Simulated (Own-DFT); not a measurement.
# A layer strained by its substrate: wurtzite GaN, 72 atoms (Ga36N36)

The numbers are computed, not measured, by runs of the plane-wave DFT program Own-DFT (in-house, retired, unreviewed) at fixed positions, with no spin and no spin-orbit coupling.

Common settings: PBE; PseudoDojo norm-conserving scalar-relativistic files (stringent for Ga); cutoff 96 hartree; 4 x 4 x 3 k mesh centred on Gamma; Gaussian smearing of 0.01 eV.

Limits: forces not confirmed at this smearing and k mesh; stress not checked against mesh or cutoff.

Unstrained cell vectors in Å: (9.567, 0.000, 0.000); (-4.784, 8.285, 0.000); (0.000, 0.000, 10.370). The unstrained cell has measured lattice constants (interpolated for alloys), not those of this functional. That, the random moves and any unrelaxed bonds set the pressure at no strain. Each run strains x and y alike by e, as a substrate would, and holds the height along z. Each atom got a random Gaussian move of width 0.05 Å along each axis. Stress is positive in tension.

```
e (%)  u (Å)  (s_xx + s_yy)/2 (GPa)  s_zz (GPa)
-2.75  0.050                 -24.40      -11.43
-1.25  0.050                 -13.33       -9.77
-0.25  0.047                  -8.89       -6.34
 0.75  0.049                  -3.08       -7.01
 1.00  0.049                  -1.45       -6.41
 1.50  0.048                   0.46       -4.45
 1.75  0.048                   1.68       -5.84
 2.25  0.046                   4.37       -5.52
 2.50  0.051                      ?           ?
 3.00  0.052                   7.00       -3.57
```

## What the rows give

With e as a fraction, the in-plane stress is -6.9 + 549 e - 2844 e² GPa (errors 10 and 555, scatter 0.50), and s_zz is -7.6 + 129 e GPa (slope ± 17, scatter 0.88). At e = 0 the first slope is C11 + C12 and the second 2 C13, both with the ions held to the strained lattice and at the cell's own pressure. The term in e² is negative: the layer stiffens under compression and softens under tension. A free layer would change its height as e changes, and the in-plane slope would drop by 2 C13²/C33 to the biaxial modulus. At fixed height, a misfit of 1 % moves the in-plane stress by about 5.5 GPa and s_zz by 1.3 GPa.

## The run left out

The question: what are the two stresses at e = 2.50 %?

The fitted form gives 5.1 and -4.3 GPa. The run itself gave 4.64 and -3.38 GPa.
